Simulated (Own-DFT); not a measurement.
Simulation results for Ti₂₀Si₃₉ (C49 TiSi2 crystal with one vacancy, atoms displaced)

Computed with Own-DFT development build. A calculation, not a measurement: plane-wave density functional theory by an unreviewed code, no spin, of a simulated periodic cell, stress positive in tension, run twice, with PBE and with PBEsol, both on files made for PBE, so the change isn't that of files made for PBEsol, forces on such cells moved up to 12 meV/angstrom on a denser k mesh; the far tail of each file's local potential was reset to the Coulomb form; each entry is a single point on an unrelaxed cell, so the pressure reflects the starting lattice, taken from the Materials Project, from which strain is counted, and rises with the displacements; printed positions are rounded, which can move forces by about a meV/angstrom; the program, named Own-DFT, is a retired in-house code; no spin-orbit coupling; stress was not checked against mesh or cutoff.

Entry: Ti₂₀Si₃₉ (C49 TiSi2 crystal with one vacancy, atoms displaced)

```
Ti20Si39
1.0
      5.2953    -6.7593     3.5652
      7.0604     0.0000    -7.1303
      5.2953     6.7593     3.5652
Ti Si Ti Si Ti Si Ti Si Ti Si Ti Si Ti Si Ti Si Ti Si Ti Si
2 4 2 4 2 4 2 4 2 4 2 4 2 3 2 4 2 4 2 4
Direct
  0.94366 0.92833 0.15137
  0.84722 0.88398 0.64920
  0.61225 0.92335 0.49518
  0.19517 0.87452 0.30895
  0.89621 0.02909 0.39684
  0.89796 0.78086 0.39862
  0.94646 0.42983 0.15910
  0.85170 0.37716 0.63688
  0.61283 0.42497 0.49417
  0.18174 0.38356 0.30881
  0.90129 0.52486 0.40656
  0.89689 0.27382 0.39732
  0.74516 0.72096 0.95521
  0.65313 0.67611 0.44571
  0.41211 0.72655 0.29143
  0.98970 0.67705 0.10865
  0.69960 0.82585 0.19732
  0.69797 0.56938 0.20006
  0.54319 0.02445 0.74758
  0.45020 0.96855 0.24423
  0.21516 0.02196 0.09571
  0.79086 0.98086 0.91248
  0.49968 0.12453 0.99983
  0.49761 0.87387 0.99862
  0.74323 0.22346 0.95222
  0.65212 0.17426 0.44879
  0.40973 0.22414 0.28862
  0.98730 0.17373 0.11187
  0.69883 0.32524 0.19560
  0.70222 0.07438 0.20261
  0.55173 0.52047 0.75438
  0.45676 0.47330 0.24856
  0.21015 0.52734 0.09714
  0.79246 0.47090 0.91374
  0.49807 0.62716 0.99726
  0.50771 0.37554 0.99694
  0.34752 0.82707 0.55938
  0.25533 0.77439 0.05229
  0.00582 0.82917 0.89268
  0.58773 0.77041 0.71367
  0.30269 0.67339 0.80136
  0.34412 0.32653 0.55152
  0.25725 0.27062 0.05165
  0.01049 0.32362 0.89660
  0.59741 0.27019 0.71085
  0.29953 0.42798 0.80247
  0.30201 0.17275 0.80128
  0.15152 0.62600 0.35287
  0.05155 0.58131 0.84770
  0.81379 0.62175 0.68855
  0.39534 0.57208 0.50711
  0.09773 0.72808 0.59971
  0.10010 0.47468 0.59762
  0.14882 0.12373 0.35151
  0.05120 0.07005 0.84579
  0.81102 0.12373 0.69319
  0.39121 0.07502 0.51206
  0.09510 0.22551 0.60274
  0.09906 0.97733 0.59606
```

- functional: PBE, then PBEsol
- potential files: PseudoDojo norm-conserving, scalar-relativistic, standard set
- wave cutoff: 42 hartree
- occupations: cold (Marzari-Vanderbilt)
- smearing width: 0.2 eV
- k mesh: 4 x 4 x 4 centred on Gamma
- PBE pressure: 1.59 GPa
- PBE stress xx: -1.9 GPa
- PBE stress yy: -1.11 GPa
- PBE stress zz: -1.77 GPa
- PBE stress yz: -0.13 GPa
- PBE stress xz: -0.03 GPa
- PBE stress xy: 0.15 GPa
- PBEsol pressure: -1.69 GPa
- PBEsol stress xx: 1.49 GPa
- PBEsol stress yy: 2.36 GPa
- PBEsol stress zz: 1.22 GPa
- PBEsol stress yz: -0.14 GPa
- PBEsol stress xz: -0.03 GPa
- PBEsol stress xy: 0.15 GPa
- rms change of force components from PBE to PBEsol: 0.021 eV/Å

Force:
| force element | PBE force x (eV/Å) | PBE force y (eV/Å) | PBE force z (eV/Å) | PBEsol force x (eV/Å) | PBEsol force y (eV/Å) | PBEsol force z (eV/Å) |
| --- | --- | --- | --- | --- | --- | --- |
| Ti | 0.262 | 0.018 | 0.629 | 0.259 | 0.012 | 0.619 |
| Ti | -0.719 | -0.472 | 1.063 | -0.709 | -0.458 | 1.051 |
| Si | -0.497 | 0.146 | -0.487 | -0.488 | 0.109 | -0.482 |
| Si | -0.113 | 0.398 | 0.023 | -0.114 | 0.444 | 0.027 |
| Si | 0.384 | 0.01 | 0.634 | 0.383 | 0.012 | 0.635 |
| Si | -0.177 | -0.067 | 0.315 | -0.183 | -0.068 | 0.312 |
| Ti | -0.904 | -0.503 | 0.027 | -0.9 | -0.515 | 0.026 |
| Ti | 0.692 | 0.958 | 1.144 | 0.682 | 0.963 | 1.128 |
| Si | -0.544 | -0.008 | -0.233 | -0.534 | -0.061 | -0.227 |
| Si | -0.035 | -0.229 | 1.601 | -0.035 | -0.181 | 1.606 |
| Si | -0.276 | -0.45 | -0.683 | -0.287 | -0.44 | -0.685 |
| Si | 0.326 | -0.173 | -0.06 | 0.336 | -0.168 | -0.07 |
| Ti | 0.332 | -0.46 | -0.158 | 0.328 | -0.469 | -0.152 |
| Ti | 0.131 | 0.212 | 0.253 | 0.124 | 0.226 | 0.26 |
| Si | -0.352 | 0.087 | 0.447 | -0.349 | 0.036 | 0.441 |
| Si | 0.275 | -0.02 | -0.022 | 0.269 | 0.028 | -0.018 |
| Si | -0.335 | 0.128 | 0.016 | -0.337 | 0.126 | 0.022 |
| Si | 0.633 | -0.11 | -0.309 | 0.639 | -0.109 | -0.31 |
| Ti | 1.13 | 0.105 | 0.629 | 1.154 | 0.037 | 0.623 |
| Ti | 1.646 | -0.007 | 0.044 | 1.621 | 0.009 | 0.039 |
| Si | -0.955 | -0.306 | -1.086 | -0.941 | -0.349 | -1.085 |
| Si | -0.963 | 0.11 | 0.321 | -0.946 | 0.156 | 0.316 |
| Si | -0.305 | 0.019 | 0.086 | -0.299 | 0.019 | 0.088 |
| Si | -0.198 | -0.269 | -0.397 | -0.212 | -0.261 | -0.414 |
| Ti | 0.661 | -0.307 | 0.189 | 0.657 | -0.313 | 0.188 |
| Ti | 0.028 | -0.075 | -0.208 | 0.037 | -0.065 | -0.201 |
| Si | 0.159 | 0.45 | 0.081 | 0.154 | 0.41 | 0.07 |
| Si | 0.247 | -0.421 | 0.048 | 0.238 | -0.373 | 0.06 |
| Si | 0.211 | 0.27 | 0.359 | 0.21 | 0.269 | 0.362 |
| Si | -0.473 | 0.155 | -0.289 | -0.476 | 0.149 | -0.293 |
| Ti | -0.131 | -0.047 | -0.151 | -0.128 | -0.06 | -0.148 |
| Ti | -0.141 | 0.213 | -0.194 | -0.136 | 0.226 | -0.193 |
| Si | -0.398 | -0.454 | -0.225 | -0.386 | -0.504 | -0.23 |
| Si | 0.054 | -0.256 | -0.416 | 0.057 | -0.201 | -0.427 |
| Si | 0.087 | 0.121 | 0.144 | 0.094 | 0.122 | 0.151 |
| Si | -0.377 | 0.627 | -0.15 | -0.381 | 0.613 | -0.15 |
| Ti | -1.031 | -0.461 | -0.015 | -1.054 | -0.52 | -0.019 |
| Ti | -0.511 | 0.097 | -0.009 | -0.502 | 0.155 | 0.026 |
| Si | 0.133 | -0.485 | 0.424 | 0.133 | -0.532 | 0.418 |
| Si | 0.257 | 0.02 | -0.173 | 0.254 | 0.06 | -0.169 |
| Si | 0.236 | 0.064 | -0.692 | 0.249 | 0.065 | -0.721 |
| Ti | 0.175 | -0.231 | 0.194 | 0.176 | -0.248 | 0.191 |
| Ti | 0.076 | 0.095 | -0.781 | 0.075 | 0.111 | -0.773 |
| Si | -0.186 | -0.316 | -0.195 | -0.184 | -0.372 | -0.19 |
| Si | -0.414 | 0.294 | -0.854 | -0.41 | 0.346 | -0.852 |
| Si | -0.326 | -0.008 | 0.241 | -0.33 | -0.008 | 0.246 |
| Si | -0.418 | 0.052 | 0.052 | -0.434 | 0.049 | 0.068 |
| Ti | 0.115 | 0.62 | -0.357 | 0.105 | 0.596 | -0.349 |
| Ti | -0.418 | 0.03 | 0.691 | -0.414 | 0.048 | 0.689 |
| Si | 0.285 | 0.46 | -0.475 | 0.279 | 0.418 | -0.471 |
| Si | 0.363 | 0.281 | -0.326 | 0.355 | 0.33 | -0.329 |
| Si | 0.312 | 0.055 | 0.14 | 0.316 | 0.052 | 0.149 |
| Si | 0.415 | 0.059 | 0.061 | 0.417 | 0.054 | 0.064 |
| Ti | 0.31 | 0.23 | -0.527 | 0.304 | 0.213 | -0.525 |
| Ti | 1.051 | 0.134 | -0.49 | 1.034 | 0.198 | -0.524 |
| Si | 0.154 | -0.202 | -0.421 | 0.146 | -0.257 | -0.412 |
| Si | -0.329 | 0.15 | -0.262 | -0.323 | 0.195 | -0.262 |
| Si | 0.043 | -0.416 | 0.391 | 0.043 | -0.407 | 0.389 |
| Si | 0.346 | 0.084 | 0.401 | 0.362 | 0.083 | 0.418 |
